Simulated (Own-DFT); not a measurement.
# Energy and forces against displacement in zincblende InP, 64 atoms (In32P32)

Calculated results; nothing here was measured. The program, named Own-DFT, is a retired in-house plane-wave density functional code that no person has reviewed. Each row is one single-point run on a periodic cell that was not relaxed, without spin or spin-orbit coupling.

Settings of every run: PBE; PseudoDojo norm-conserving scalar-relativistic files; cutoff 36 hartree; 3 x 3 x 3 k mesh centred on Gamma; Fermi-Dirac smearing of 0.1 eV.

Known limits, some of them of some rows only: some atoms lie very close together; forces on such cells moved up to 12 meV/angstrom on a denser k mesh; stress not checked against mesh or cutoff.

Cell vectors in Å: (11.737, 0.000, 0.000); (0.000, 11.737, 0.000); (0.000, 0.000, 11.737). In each run every atom was moved at random and independently from its ideal site; u is the rms move along one axis. E is the free energy for each atom above the fitted value at u = 0, and F the rms of the force components.

| run | u (Å) | E (meV/atom) | F (eV/Å) | largest force (eV/Å) | P (GPa) |
|---|---|---|---|---|---|
| 1 | 0.0189 | 5.4 | 0.217 | 0.73 | 3.19 |
| 2 | 0.0198 | 6.9 | 0.247 | 0.82 | 3.21 |
| 3 | 0.0210 | 6.4 | 0.235 | 0.79 | 3.21 |
| 4 | 0.0480 | 36.7 | 0.614 | 2.16 | 3.57 |
| 5 | 0.0514 | ? | ? | ? | ? |
| 6 | 0.0518 | 35.5 | 0.603 | 2.24 | 3.53 |
| 7 | 0.1028 | 167.3 | 1.470 | 5.19 | 5.17 |
| 8 | 0.1033 | 160.4 | 1.337 | 6.01 | 5.03 |
| 9 | 0.1076 | 195.4 | 1.549 | 5.21 | 5.66 |
| 10 | 0.1502 | 345.3 | 2.320 | 11.68 | 7.26 |
| 11 | 0.2070 | 628.0 | 3.329 | 15.47 | 11.03 |

## Worked fit

For small independent moves the energy grows as E = (3/2) K u², with K the mean stiffness felt by one atom. The runs with u up to 0.11 Å give K = 10.3 ± 0.4 eV/Å², with residuals divided by u² + 0.0006 Å², since the noise grows with the moves. The scatter is 3.2 meV/atom at u = 0.05 Å. The forces follow F = G u with G = 12.7 eV/Å²; no force at u = 0 is resolved. G exceeds K because the moves of its neighbours add to the force on an atom, and stiffness differs between atoms. At u = 0.207 Å the parabola gives 664 meV/atom and the run 628. The pressure follows P = 3.09 + 200 u² GPa: at fixed volume, shortened bonds push harder than stretched ones pull.

## Withheld run

Question: what energy and rms force should run 5 give?

The fit gives 41 ± 4 meV/atom and about 0.65 eV/Å. The calculation gave 41.1 meV/atom and 0.621 eV/Å.
